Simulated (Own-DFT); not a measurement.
# What a defect does to the pressure of its cell: diamond germanium

No measurement is shown. These are fixed-geometry runs of a retired plane-wave code named Own-DFT, which no person has reviewed; spin and spin-orbit coupling are neglected.

Settings: PBE; PseudoDojo norm-conserving scalar-relativistic files; cutoff 42 hartree; 5 x 5 x 5 k mesh centred on Gamma; Fermi-Dirac smearing of 0.1 eV.

Known weak points (not all hold for every row): not probed for a lower state with spin; k mesh not checked against a denser one; stress not checked against mesh or cutoff.

All runs share one cell, with vectors in Å (0.000, 5.658, 5.658); (5.658, 0.000, 5.658); (5.658, 5.658, 0.000) and a volume of 362.3 Å³. The atoms are randomly displaced, by u rms on each axis. The defect's site can differ from row to row.

```
          cell  formula   u (Å)  P (GPa)
     no defect     Ge16  0.0195     3.90
     no defect     Ge16  0.0216     3.89
     no defect     Ge16  0.0471     4.25
  one added Ge     Ge17  0.0281        ?
  one added Ge     Ge17  0.0304    10.49
  one added Ge     Ge17  0.0489    11.42
  one added Ge     Ge17  0.0615    12.31
one Ge vacancy     Ge15  0.0314     2.50
one Ge vacancy     Ge15  0.0320     2.81
one Ge vacancy     Ge15  0.0322     2.62
```

## Worked fit

P = P0 + c u² + a shift for each defect gives P0 = 3.52 GPa, c = 489 ± 100 GPa/Å² and a scatter of 0.25 GPa. The shifts, and each times the cell's volume:

- one added Ge: 6.74 ± 0.25 GPa, 15.2 eV
- one Ge vacancy: -1.37 ± 0.20 GPa, -3.1 eV

A positive shift means that the defect pushes the cell outwards. Shift times volume (160.2 GPa Å³ is 1 eV) depends little on the cell's size, so, taken for each site, it can be compared between cells at like pressure. The atoms around the defects weren't relaxed, which would change these numbers.

## Check

The question: what pressure belongs in the blank (one added Ge, u = 0.0281 Å)?

From the fit: 10.64 ± 0.33 GPa. The hidden result is 12.18 GPa. The miss is larger than the scatter suggests: chance, or a term that the fit lacks.
